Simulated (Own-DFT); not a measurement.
Si$_{3}$N$_{4}$ (beta silicon nitride, strained, atoms displaced) (calculated)

Computed with Own-DFT development build. A calculation, not a measurement: plane-wave PBE density functional theory by an unreviewed code, no spin, of a simulated periodic cell, stress positive in tension, free energy of the whole cell less one offset for each atom, forces on such cells moved up to 12 meV/angstrom on a denser k mesh; offsets are fitted by least squares, one for each functional and potential file, so energies compare only between cells with the same atoms and settings and are not formation energies; the far tail of each file's local potential was reset to the Coulomb form; each entry is a single point on an unrelaxed cell, so the pressure reflects the starting lattice, mostly measured values (interpolated for alloys), from which strain is counted, and rises with the displacements; printed positions are rounded, which can move forces by about a meV/angstrom; the program, named Own-DFT, is a retired in-house code; no spin-orbit coupling; before rounding, a Quantum ESPRESSO 7.3.1 run of the same cell and cutoff gave forces within 1 meV/angstrom rms on each cell, which checks the program and not the settings.

Common to all runs: functional PBE; potential files PseudoDojo norm-conserving, scalar-relativistic, standard set; wave cutoff 42 hartree; occupations Fermi-Dirac; smearing width 0.1 eV; k mesh 2 x 2 x 4 centred on Gamma.

(1) 
```cif
# cell vector a (Å): 15.3398 -0.0952 0.1454
# cell vector b (Å): -7.7524 12.9621 -0.0012
# cell vector c (Å): 0.0556 0.0316 5.7491
data_Si3N4
_symmetry_space_group_name_H-M 'P 1'
_symmetry_Int_Tables_number 1
_cell_length_a 15.3408
_cell_length_b 15.1035
_cell_length_c 5.7495
_cell_angle_alpha 90.019
_cell_angle_beta 88.905
_cell_angle_gamma 121.237
_cell_volume 1138.75
loop_
_atom_site_label
_atom_site_type_symbol
_atom_site_fract_x
_atom_site_fract_y
_atom_site_fract_z
_atom_site_occupancy
Si1 Si 0.08467 0.38196 0.12556 1
Si2 Si 0.11740 0.20229 0.11615 1
Si3 Si 0.30004 0.41490 0.11382 1
Si4 Si 0.41522 0.11594 0.38058 1
Si5 Si 0.38844 0.29594 0.38037 1
Si6 Si 0.19951 0.08850 0.37752 1
N1 N 0.15995 0.01354 0.11939 1
N2 N 0.48309 0.14370 0.12030 1
N3 N 0.35192 0.33171 0.11988 1
N4 N 0.33103 0.48321 0.36836 1
N5 N 0.01919 0.34615 0.37545 1
N6 N 0.15580 0.16405 0.37473 1
N7 N 0.16452 0.33386 0.12669 1
N8 N 0.34035 0.17288 0.38448 1
Si7 Si 0.08374 0.38350 0.62547 1
Si8 Si 0.11085 0.19998 0.61878 1
Si9 Si 0.29305 0.41033 0.64062 1
Si10 Si 0.40516 0.10779 0.87266 1
Si11 Si 0.38535 0.29791 0.86614 1
Si12 Si 0.20210 0.08003 0.87047 1
N9 N 0.16857 0.02208 0.62716 1
N10 N 0.48143 0.15210 0.61900 1
N11 N 0.34790 0.33145 0.63568 1
N12 N 0.32941 0.48272 0.87820 1
N13 N 0.01798 0.34986 0.87198 1
N14 N 0.14838 0.15859 0.86769 1
N15 N 0.16622 0.33366 0.62972 1
N16 N 0.33071 0.16649 0.86485 1
Si13 Si 0.08912 0.87761 0.13171 1
Si14 Si 0.11716 0.70063 0.11522 1
Si15 Si 0.29851 0.91214 0.13045 1
Si16 Si 0.40507 0.60804 0.37288 1
Si17 Si 0.38116 0.79250 0.37539 1
Si18 Si 0.20267 0.59376 0.38153 1
N17 N 0.17002 0.51531 0.13105 1
N18 N 0.49314 0.65118 0.12010 1
N19 N 0.35377 0.83349 0.11612 1
N20 N 0.33245 0.98333 0.37276 1
N21 N 0.01225 0.84316 0.36782 1
N22 N 0.15218 0.66481 0.37346 1
N23 N 0.16477 0.82934 0.12914 1
N24 N 0.32999 0.66638 0.36968 1
Si19 Si 0.08587 0.88086 0.61284 1
Si20 Si 0.10486 0.69699 0.64219 1
Si21 Si 0.29117 0.91038 0.62226 1
Si22 Si 0.41012 0.60915 0.86273 1
Si23 Si 0.38139 0.79803 0.86981 1
Si24 Si 0.20413 0.58662 0.86852 1
N25 N 0.16466 0.51550 0.63263 1
N26 N 0.48914 0.65328 0.61172 1
N27 N 0.34482 0.83159 0.62350 1
N28 N 0.32925 0.98550 0.88292 1
N29 N 0.01693 0.84672 0.87140 1
N30 N 0.15164 0.66944 0.88686 1
N31 N 0.16431 0.82596 0.62239 1
N32 N 0.32675 0.66687 0.88283 1
Si25 Si 0.58849 0.38687 0.13087 1
Si26 Si 0.61795 0.20206 0.11520 1
Si27 Si 0.79539 0.40724 0.12253 1
Si28 Si 0.91258 0.11930 0.37840 1
Si29 Si 0.87871 0.30121 0.38716 1
Si30 Si 0.70176 0.08503 0.37329 1
N33 N 0.67329 0.02031 0.12006 1
N34 N 0.98887 0.15106 0.14627 1
N35 N 0.85049 0.33492 0.12688 1
N36 N 0.82975 0.47617 0.34531 1
N37 N 0.51549 0.34817 0.37456 1
N38 N 0.65379 0.16589 0.36746 1
N39 N 0.66633 0.33252 0.13168 1
N40 N 0.83235 0.16045 0.36127 1
Si31 Si 0.58560 0.38182 0.61991 1
Si32 Si 0.61785 0.20891 0.62175 1
Si33 Si 0.79216 0.40749 0.63247 1
Si34 Si 0.91537 0.11427 0.86397 1
Si35 Si 0.88217 0.29787 0.88998 1
Si36 Si 0.70591 0.08917 0.87234 1
N41 N 0.65708 0.00695 0.62536 1
N42 N 0.98810 0.15508 0.63141 1
N43 N 0.84966 0.32694 0.62444 1
N44 N 0.83411 0.48996 0.88484 1
N45 N 0.51626 0.34789 0.87656 1
N46 N 0.64950 0.16462 0.88805 1
N47 N 0.66598 0.33670 0.63472 1
N48 N 0.83263 0.16535 0.87287 1
Si37 Si 0.58487 0.88510 0.11927 1
Si38 Si 0.61746 0.70384 0.12281 1
Si39 Si 0.79342 0.91168 0.12291 1
Si40 Si 0.91534 0.61339 0.36819 1
Si41 Si 0.88909 0.80326 0.37877 1
Si42 Si 0.70953 0.58786 0.36575 1
N49 N 0.66558 0.51361 0.14365 1
N50 N 0.98433 0.64885 0.11638 1
N51 N 0.85574 0.84216 0.11567 1
N52 N 0.83834 0.98593 0.37359 1
N53 N 0.51124 0.84486 0.35906 1
N54 N 0.65187 0.66381 0.38422 1
N55 N 0.66703 0.83623 0.11762 1
N56 N 0.82324 0.65848 0.37216 1
Si43 Si 0.58780 0.88475 0.62500 1
Si44 Si 0.61649 0.70174 0.63001 1
Si45 Si 0.79746 0.91629 0.62124 1
Si46 Si 0.91760 0.61512 0.88087 1
Si47 Si 0.89106 0.80240 0.87835 1
Si48 Si 0.70341 0.58691 0.88002 1
N57 N 0.66670 0.51143 0.62789 1
N58 N 0.97828 0.64387 0.63214 1
N59 N 0.84709 0.83447 0.61972 1
N60 N 0.83201 0.98846 0.86816 1
N61 N 0.51602 0.84252 0.86850 1
N62 N 0.64882 0.66462 0.86992 1
N63 N 0.67101 0.84083 0.61901 1
N64 N 0.83714 0.67074 0.87516 1
_calc_free_energy_of_cell_above_offsets '-5.343'  # eV
_calc_pressure 15.09  # GPa
_calc_stress_xx -8.59  # GPa
_calc_stress_yy -18.83  # GPa
_calc_stress_zz -17.85  # GPa
_calc_stress_yz 0.13  # GPa
_calc_stress_xz 4.92  # GPa
_calc_stress_xy -4.48  # GPa
```

Force:
```tsv
element	x (eV/Å)	y (eV/Å)	z (eV/Å)
Si	2.033	1.117	-0.68
Si	0.719	-0.028	0.789
Si	-0.333	-4.249	4.194
Si	-1.908	0.609	-2.636
Si	-2.763	2.296	-0.943
Si	4.27	0.031	-1.903
N	0.699	-1.625	2.523
N	0.421	0.241	-0.255
N	-1.434	1.71	1.321
N	0.265	-2.294	1.64
N	-4.242	-0.894	0.963
N	-4.53	2.598	-0.61
N	1.961	-0.173	-0.412
N	-0.498	-5.171	-0.736
Si	2.708	0.03	-1.038
Si	3.884	1.042	0.74
Si	1.112	-1.368	-3.69
Si	0.276	6.036	0.775
Si	1.361	-1.093	2.456
Si	-0.979	4.216	2.151
N	0.023	-6.256	-3.02
N	2.966	0.496	2.129
N	-1.462	2.072	-2.671
N	0.253	1.459	-1.993
N	-3.299	-1.04	1.97
N	-1.22	0.615	-0.112
N	-1.053	-0.667	-0.135
N	1.741	-1.316	0.693
Si	-1.287	1.915	-2.927
Si	-1.634	0.406	5.25
Si	0.379	-1.567	-0.679
Si	2.027	4.687	-1.146
Si	0.452	2.25	-0.746
Si	1.846	-3.997	-1.214
N	-1.088	0.242	-0.444
N	-5.123	-2.847	-0.455
N	-2.848	2.008	2.377
N	-0.205	0.183	1.119
N	1.397	0.392	1.515
N	-4.167	1.596	1.012
N	1.482	0.857	0.111
N	2.117	-1.524	0.617
Si	0.873	1.217	1.667
Si	3.649	-0.267	-2.25
Si	1.528	-0.107	0.997
Si	0.484	5.068	1.627
Si	2.808	-0.657	-0.921
Si	-1.7	-0.607	3.105
N	-0.43	-0.034	-1.833
N	-2.752	-1.865	0.72
N	-0.394	1.077	-0.312
N	-0.263	-4.63	-1.758
N	1.388	0.596	0.27
N	2.033	-2.466	-4.816
N	-2.506	1.845	-0.078
N	4.204	0.125	-0.907
Si	0.389	-2.209	-1.832
Si	-3.289	0.114	3.669
Si	-1.443	-0.696	-2.96
Si	1.217	-0.95	0.377
Si	6.404	-3.972	-5.625
Si	0.517	-0.148	0.478
N	-1.132	-2.804	0.395
N	-0.415	-0.265	-3.902
N	-0.598	0.467	1.189
N	1.036	3.901	7.579
N	0.55	0.31	0.795
N	-0.963	0.734	1.468
N	-0.507	-0.391	-0.423
N	-2.407	3.268	1.078
Si	-0.857	0.966	1.295
Si	0.01	-3.397	0.245
Si	1.299	2.881	-1.187
Si	-1.46	1.74	4.65
Si	3.697	-1.876	-2.558
Si	-0.814	-0.989	-0.973
N	0.15	6.638	-0.062
N	-1.424	-0.763	-2.482
N	-5.034	3.571	5.812
N	0.473	-4.309	-2.045
N	-0.089	0.146	0.344
N	1.766	-0.586	-5.673
N	0.751	-1.395	-0.232
N	1.486	1.449	-0.354
Si	1.538	-0.024	-0.823
Si	1.543	0.272	1.591
Si	1.188	1.528	0.056
Si	-3.666	-1.226	0.442
Si	-3.176	-2.811	-1.592
Si	-7.565	-2.889	4.185
N	-0.263	0.16	-4.256
N	2.43	1.242	2.168
N	0.019	0.029	1.878
N	-0.175	0.44	-0.659
N	0.077	0.68	2.78
N	0.067	0.145	-2.018
N	-0.567	-0.785	0.238
N	9.924	7.3	0.254
Si	0.042	-4.682	-2.072
Si	0.132	1.965	-1.929
Si	0.774	-0.695	0.164
Si	-5.471	0.917	0.214
Si	-1.83	-1.067	-1.677
Si	0.513	0.296	-0.992
N	-0.053	1.346	0.003
N	1.47	0.431	-3.344
N	1.095	0.671	1.612
N	0.562	-1.552	0.706
N	-2.471	-0.206	0.74
N	1.542	-0.855	1.476
N	-0.73	-3.063	0.137
N	0.497	-1.293	0.238
```

(2) 
```cif
# cell vector a (Å): 14.9480 -0.0613 0.0200
# cell vector b (Å): -7.5271 13.3910 -0.2702
# cell vector c (Å): 0.0077 -0.1149 5.9107
data_Si3N4
_symmetry_space_group_name_H-M 'P 1'
_symmetry_Int_Tables_number 1
_cell_length_a 14.9481
_cell_length_b 15.3639
_cell_length_c 5.9118
_cell_angle_alpha 92.015
_cell_angle_beta 89.844
_cell_angle_gamma 119.572
_cell_volume 1179.96
loop_
_atom_site_label
_atom_site_type_symbol
_atom_site_fract_x
_atom_site_fract_y
_atom_site_fract_z
_atom_site_occupancy
Si1 Si 0.09551 0.39078 0.11651 1
Si2 Si 0.11483 0.20296 0.11987 1
Si3 Si 0.29613 0.41000 0.11067 1
Si4 Si 0.41293 0.11928 0.36366 1
Si5 Si 0.38326 0.29874 0.37993 1
Si6 Si 0.20567 0.08858 0.38043 1
N1 N 0.16528 0.01396 0.12937 1
N2 N 0.48338 0.14766 0.12595 1
N3 N 0.35600 0.33865 0.12721 1
N4 N 0.33195 0.48595 0.36890 1
N5 N 0.01342 0.35501 0.37025 1
N6 N 0.15818 0.16948 0.38624 1
N7 N 0.17275 0.33040 0.13183 1
N8 N 0.33984 0.17481 0.40475 1
Si7 Si 0.08614 0.38791 0.62114 1
Si8 Si 0.11600 0.20249 0.62299 1
Si9 Si 0.30273 0.41561 0.63455 1
Si10 Si 0.41728 0.12043 0.87759 1
Si11 Si 0.39130 0.30264 0.87931 1
Si12 Si 0.20720 0.09164 0.88105 1
N9 N 0.15779 0.01523 0.63435 1
N10 N 0.48322 0.14922 0.63596 1
N11 N 0.35505 0.33475 0.62569 1
N12 N 0.33878 0.48663 0.88448 1
N13 N 0.02134 0.35271 0.86082 1
N14 N 0.15545 0.16725 0.85661 1
N15 N 0.16531 0.32787 0.62420 1
N16 N 0.33483 0.15931 0.88038 1
Si13 Si 0.08709 0.88159 0.13421 1
Si14 Si 0.11207 0.70074 0.13274 1
Si15 Si 0.29779 0.91835 0.13220 1
Si16 Si 0.42339 0.61679 0.37264 1
Si17 Si 0.38424 0.79408 0.37983 1
Si18 Si 0.19987 0.58287 0.37215 1
N17 N 0.16488 0.50977 0.12977 1
N18 N 0.48319 0.64736 0.12441 1
N19 N 0.35289 0.83558 0.11801 1
N20 N 0.33109 0.98164 0.38727 1
N21 N 0.00648 0.84470 0.34751 1
N22 N 0.15642 0.66937 0.36624 1
N23 N 0.17082 0.83493 0.13074 1
N24 N 0.33477 0.66536 0.36435 1
Si19 Si 0.08870 0.88440 0.62855 1
Si20 Si 0.11708 0.70854 0.61495 1
Si21 Si 0.29807 0.91301 0.62467 1
Si22 Si 0.41281 0.61527 0.89461 1
Si23 Si 0.38323 0.79635 0.86313 1
Si24 Si 0.20187 0.58637 0.87460 1
N25 N 0.16959 0.51933 0.64028 1
N26 N 0.48392 0.64418 0.61925 1
N27 N 0.34878 0.82821 0.63786 1
N28 N 0.33389 0.98608 0.87623 1
N29 N 0.01703 0.85033 0.87019 1
N30 N 0.15317 0.66508 0.88628 1
N31 N 0.16901 0.83312 0.62511 1
N32 N 0.33082 0.67047 0.87721 1
Si25 Si 0.58906 0.38651 0.12412 1
Si26 Si 0.61990 0.20890 0.12312 1
Si27 Si 0.79956 0.41877 0.10771 1
Si28 Si 0.91764 0.11731 0.39120 1
Si29 Si 0.88453 0.29662 0.38616 1
Si30 Si 0.70418 0.08695 0.38013 1
N33 N 0.66332 0.01718 0.13473 1
N34 N 0.98299 0.15020 0.12708 1
N35 N 0.84507 0.32786 0.11773 1
N36 N 0.83170 0.48550 0.37113 1
N37 N 0.51844 0.35420 0.38681 1
N38 N 0.65435 0.16710 0.37528 1
N39 N 0.67213 0.33786 0.11876 1
N40 N 0.83289 0.16173 0.38511 1
Si31 Si 0.59070 0.38867 0.63507 1
Si32 Si 0.61741 0.20445 0.62246 1
Si33 Si 0.79888 0.41390 0.61400 1
Si34 Si 0.91048 0.11195 0.86940 1
Si35 Si 0.88559 0.30174 0.88066 1
Si36 Si 0.69732 0.08421 0.87540 1
N41 N 0.66195 0.01983 0.62401 1
N42 N 0.98356 0.15393 0.62177 1
N43 N 0.84559 0.33299 0.61170 1
N44 N 0.83755 0.48860 0.87050 1
N45 N 0.51679 0.35345 0.87698 1
N46 N 0.65415 0.16053 0.87585 1
N47 N 0.66271 0.33225 0.62568 1
N48 N 0.82959 0.16362 0.86535 1
Si37 Si 0.59073 0.88563 0.12646 1
Si38 Si 0.61864 0.70472 0.11441 1
Si39 Si 0.79948 0.91156 0.14056 1
Si40 Si 0.91281 0.61982 0.35316 1
Si41 Si 0.87933 0.79407 0.38350 1
Si42 Si 0.70853 0.58897 0.37580 1
N49 N 0.66947 0.51418 0.12306 1
N50 N 0.98400 0.65246 0.12256 1
N51 N 0.84519 0.83407 0.11243 1
N52 N 0.84064 0.98612 0.37077 1
N53 N 0.50877 0.84878 0.37540 1
N54 N 0.65282 0.66683 0.37710 1
N55 N 0.66163 0.82455 0.13522 1
N56 N 0.83753 0.66211 0.38325 1
Si43 Si 0.58905 0.88818 0.62377 1
Si44 Si 0.61454 0.70491 0.63177 1
Si45 Si 0.79901 0.91149 0.62428 1
Si46 Si 0.91174 0.61314 0.86598 1
Si47 Si 0.88379 0.79753 0.87602 1
Si48 Si 0.70158 0.58328 0.87289 1
N57 N 0.66367 0.51603 0.63281 1
N58 N 0.98412 0.64995 0.62519 1
N59 N 0.85096 0.83511 0.61795 1
N60 N 0.83154 0.97677 0.88766 1
N61 N 0.51344 0.84728 0.87728 1
N62 N 0.65414 0.67375 0.88930 1
N63 N 0.66464 0.82906 0.63282 1
N64 N 0.83836 0.66932 0.86614 1
_calc_free_energy_of_cell_above_offsets '-8.298'  # eV
_calc_pressure 4.85  # GPa
_calc_stress_xx -12  # GPa
_calc_stress_yy -2.76  # GPa
_calc_stress_zz 0.2  # GPa
_calc_stress_yz -6.81  # GPa
_calc_stress_xz 2.14  # GPa
_calc_stress_xy -0.93  # GPa
```

Force:
```tsv
element	x (eV/Å)	y (eV/Å)	z (eV/Å)
Si	-0.881	-5.161	0.686
Si	1.665	-0.834	0.588
Si	1.642	2.03	3.046
Si	0.693	-1.625	3.604
Si	1.433	0.656	-1.19
Si	0.023	-1.043	0.905
N	-0.056	1.08	-0.059
N	1.769	1.448	0.412
N	0.284	-0.577	-0.145
N	1	-0.824	0.958
N	2.1	0.87	-0.62
N	-1.426	0.091	-2.775
N	-3.545	-0.028	-0.656
N	-0.881	-2.168	-1.466
Si	2.535	0.058	-1.211
Si	0.487	0.481	0.12
Si	-1.264	-0.689	-2.903
Si	1.007	-3.771	-0.701
Si	-2.103	-3.09	-0.716
Si	-0.45	-3.013	0.117
N	0.779	-0.103	-1.62
N	1.513	0.713	-2.316
N	-1.49	1.361	2.245
N	-0.163	-0.68	-0.728
N	-2.107	-0.665	2.366
N	-1.522	0.625	2.911
N	-0.477	3.185	0.146
N	-2.594	4.848	0.44
Si	0.393	1.239	-2.866
Si	2.814	2.065	-1.87
Si	2.746	-1.751	-2.063
Si	-4.751	-1.818	-0.075
Si	-3.245	-1.194	-2.059
Si	2.025	2.02	1.647
N	-0.065	3.793	-1.418
N	2.926	1.252	0.943
N	-1.064	0.867	1.616
N	0.305	3.044	-0.679
N	1.682	0.721	3.852
N	-1.119	-0.63	1.396
N	-2.007	-1.734	0.167
N	0.238	-0.886	0.546
Si	-1.057	0.553	-1.018
Si	1.726	-2.589	2.104
Si	1.622	-0.019	1.675
Si	-2.52	0.926	-4.123
Si	0.332	-0.397	4.506
Si	0.263	2.003	2.813
N	-0.576	-2.804	-4.313
N	0.513	0.267	3.492
N	-2.736	2.165	-4.13
N	0.363	0.307	0.616
N	-0.304	-0.131	0.613
N	-2.702	0.771	-1.259
N	-1.278	0.613	-0.261
N	2.781	-2.467	0.091
Si	-0.33	-0.357	1.943
Si	1.568	-1.564	0.366
Si	1.524	-1.199	2.042
Si	-2.254	-1.256	-4.755
Si	-0.148	-2.421	-3.647
Si	-0.64	0.43	0.063
N	0.352	-1.565	-1.743
N	0.629	-0.078	-0.012
N	-1.185	1.939	2.157
N	0.659	0.642	-0.677
N	0.092	0.084	-2.031
N	-1.485	1.047	-0.539
N	-1.518	-1.34	-0.209
N	0.246	2.382	-0.278
Si	-1.14	-0.829	-1.253
Si	0.239	-1.145	0.976
Si	-1.356	0.135	-0.317
Si	-1.142	-0.21	1.459
Si	1.53	-2.887	-2.712
Si	3.376	-0.959	1.621
N	0.417	-2.667	-0.633
N	2.253	0.04	3.616
N	0.217	0.508	3.402
N	0.147	-1.84	-0.726
N	2.028	0.826	0.224
N	-5.792	4.279	-0.033
N	2.325	0.759	0.144
N	1.114	1.123	0.497
Si	-2.157	-0.842	0.29
Si	-1.456	-1.487	5.314
Si	-2.343	-0.462	-2.686
Si	4.648	-3.212	3.512
Si	0.314	-1.015	-3.682
Si	-2.056	-0.956	0.445
N	-0.306	1.036	-0.219
N	-0.271	-0.629	-1.207
N	2.391	-1.972	2.393
N	-0.152	-0.074	3.156
N	4.955	2.4	0.137
N	0.394	-0.255	-0.226
N	0.051	5.037	0.372
N	-5.803	3.565	-0.083
Si	-1.275	-1.258	0.378
Si	1.451	-1.3	-0.406
Si	-1.269	0.318	0.403
Si	0.902	2.382	-0.22
Si	0.838	-0.125	-0.963
Si	-0.052	3.181	2.118
N	0.244	0.144	-2.081
N	0.505	0.002	-1.669
N	0.124	-0.301	2.089
N	0.198	2.101	-1.358
N	2.336	1.397	-0.927
N	3.204	-2.967	-5.145
N	-0.134	3.02	-0.594
N	-2.286	-0.969	0.537
```
